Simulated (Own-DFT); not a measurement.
# How strain changes the stress of grey tin, 32 atoms (Sn32)

All numbers below are calculated, not measured. The program, named Own-DFT, is a retired in-house plane-wave density functional code that no person has reviewed. Each row is one single-point run on a periodic cell that was not relaxed, without spin or spin-orbit coupling.

Settings of every run: PBE; PseudoDojo norm-conserving scalar-relativistic files; cutoff 42 hartree; 3 x 3 x 5 k mesh centred on Gamma; cold (Marzari-Vanderbilt) smearing of 0.2 eV.

Known limits: forces on such cells failed a check on a denser k mesh; stress not checked against mesh or cutoff.

Unstrained cell vectors in Å: (12.978, 0.000, 0.000); (0.000, 12.978, 0.000); (0.000, 0.000, 6.489). The unstrained cell has measured lattice constants (interpolated for alloys), not those of this functional. That, the random moves and any unrelaxed bonds set the pressure at no strain. Each run strains this cell uniformly, with the atoms carried along. Every atom was also moved at random, by a Gaussian of width 0.05 Å on each axis. Strain is the symmetric tensor, in per cent. Stress is positive in tension, and the pressure is minus a third of its trace.

| run | e_xx (%) | e_yy (%) | e_zz (%) | e_yz (%) | e_xz (%) | e_xy (%) | s_xx (GPa) | s_yy (GPa) | s_zz (GPa) | s_yz (GPa) | s_xz (GPa) | s_xy (GPa) | P (GPa) | E (meV/atom) |
|---|---|---|---|---|---|---|---|---|---|---|---|---|---|---|
| 1 | -0.45 | -0.18 | -0.70 | -1.51 | -1.60 | 0.22 | -4.47 | -4.33 | -4.59 | -1.82 | -1.53 | 0.21 | 4.46 | 38.3 |
| 2 | 1.30 | -0.27 | -0.88 | 0.44 | -1.89 | -0.62 | -3.35 | -3.80 | -4.07 | 0.74 | -2.53 | -0.71 | 3.74 | 29.8 |
| 3 | 1.76 | -1.49 | 1.85 | -1.19 | 1.00 | 0.16 | -2.38 | -3.30 | -2.40 | -1.06 | 1.24 | 0.21 | 2.69 | 15.6 |
| 4 | 0.76 | 1.38 | -1.44 | 1.57 | -0.37 | 1.48 | -3.28 | -3.07 | -3.82 | 1.66 | -0.13 | 1.87 | 3.39 | 20.3 |
| 5 | 0.48 | 0.72 | 1.55 | 0.12 | -1.21 | 1.16 | -2.44 | -2.26 | -2.09 | -0.11 | -1.20 | 0.44 | 2.26 | 0.0 |
| 6 | 1.94 | -1.20 | -0.61 | 0.83 | 1.85 | -1.80 | -3.33 | -4.31 | -4.09 | 1.85 | 2.24 | -2.08 | 3.91 | 45.7 |
| 7 | 1.11 | -1.50 | 0.75 | -0.12 | -0.09 | -0.93 | -3.13 | -3.91 | -3.34 | -0.18 | 0.68 | -1.14 | 3.46 | 16.7 |
| 8 | -0.91 | -1.65 | -1.46 | 1.85 | -1.14 | -1.89 | -6.23 | -6.41 | -6.48 | 3.37 | -1.08 | -2.19 | 6.37 | 92.4 |
| 9 | 1.57 | 0.32 | -1.72 | 0.12 | -1.36 | -0.91 | -3.21 | -3.69 | -4.14 | 0.27 | -1.48 | -1.57 | 3.68 | 28.1 |
| 10 | 0.94 | 0.05 | -0.19 | -0.59 | -0.46 | 0.47 | -2.98 | -3.29 | -3.29 | -0.12 | -0.87 | 0.45 | 3.19 | 9.9 |
| 11 | 0.57 | -1.19 | 0.68 | -1.45 | -1.41 | 0.77 | -3.68 | -4.11 | -3.74 | -1.86 | -1.64 | 1.10 | 3.84 | 35.9 |
| 12 | -1.08 | 0.81 | -1.82 | -1.25 | 0.02 | 0.99 | -5.04 | -4.49 | -5.14 | -1.29 | 0.03 | 0.48 | 4.89 | 49.5 |
| 13 | 1.39 | -1.10 | -1.15 | 0.34 | 1.45 | -1.19 | -3.57 | -4.28 | -4.27 | 0.33 | 1.73 | -0.45 | 4.04 | 20.1 |
| 14 | 1.50 | 0.66 | 0.62 | -0.94 | 1.35 | -1.95 | -2.30 | -2.49 | -2.59 | -0.23 | 1.54 | -2.06 | 2.46 | 12.8 |
| 15 | -1.31 | 1.70 | 0.38 | -0.53 | 0.32 | -1.16 | -3.79 | -2.82 | -3.36 | -0.19 | 0.61 | -1.69 | 3.32 | 20.5 |
| 16 | 1.18 | 1.25 | 0.50 | -1.22 | -1.87 | -1.27 | -2.29 | -2.20 | -2.46 | -1.22 | -1.77 | -1.91 | 2.32 | 7.4 |
| 17 | 0.90 | -1.96 | -0.53 | 0.58 | 1.02 | -1.35 | -4.28 | -5.12 | -4.83 | 1.95 | 2.52 | -2.13 | 4.74 | 50.9 |
| 18 | 1.05 | -1.57 | -1.39 | 1.79 | 0.40 | -1.74 | ? | ? | ? | ? | ? | ? | ? | ? |

E is the free energy for each atom above the lowest run shown.

## Worked fit

Each stress component was fitted by least squares to a constant and the strains of the runs shown, as fractions, with shears doubled. Shear strains stay in the fit of a normal stress only where such slopes are resolved. The slopes, in GPa:

```
stress  at no strain  per e_xx  per e_yy  per e_zz  scatter
  s_xx          -3.8    76 ± 4    46 ± 3    44 ± 4     0.16
  s_yy          -3.8    44 ± 4    76 ± 3    48 ± 3     0.15
  s_zz          -3.9    49 ± 5    50 ± 4    71 ± 4     0.18
```

Each shear stress against twice its own strain: yz 62 ± 6, xz 59 ± 5, xy 58 ± 6 GPa. These are stiffnesses along x, y and z of the frame in which the cell vectors are given, which need not be the crystal's axes. The atoms are held to the strained lattice; where symmetry lets them move under strain, relaxing them would lower some slopes. The table should be nearly symmetric about its diagonal, and what it lacks of that shows the noise. A ninth of its sum, 56 ± 2 GPa, estimates the bulk modulus near the mean pressure of these runs, 3.7 GPa, so it lies above the value at zero pressure.

## Withheld run

Question: what normal stresses and pressure should run 18 give?

The fit gives s_xx = -4.4, s_yy = -5.2, s_zz = -5.1 and P = 4.9 GPa. The calculation gave -4.34, -5.05, -5.04 and P = 4.81 GPa.
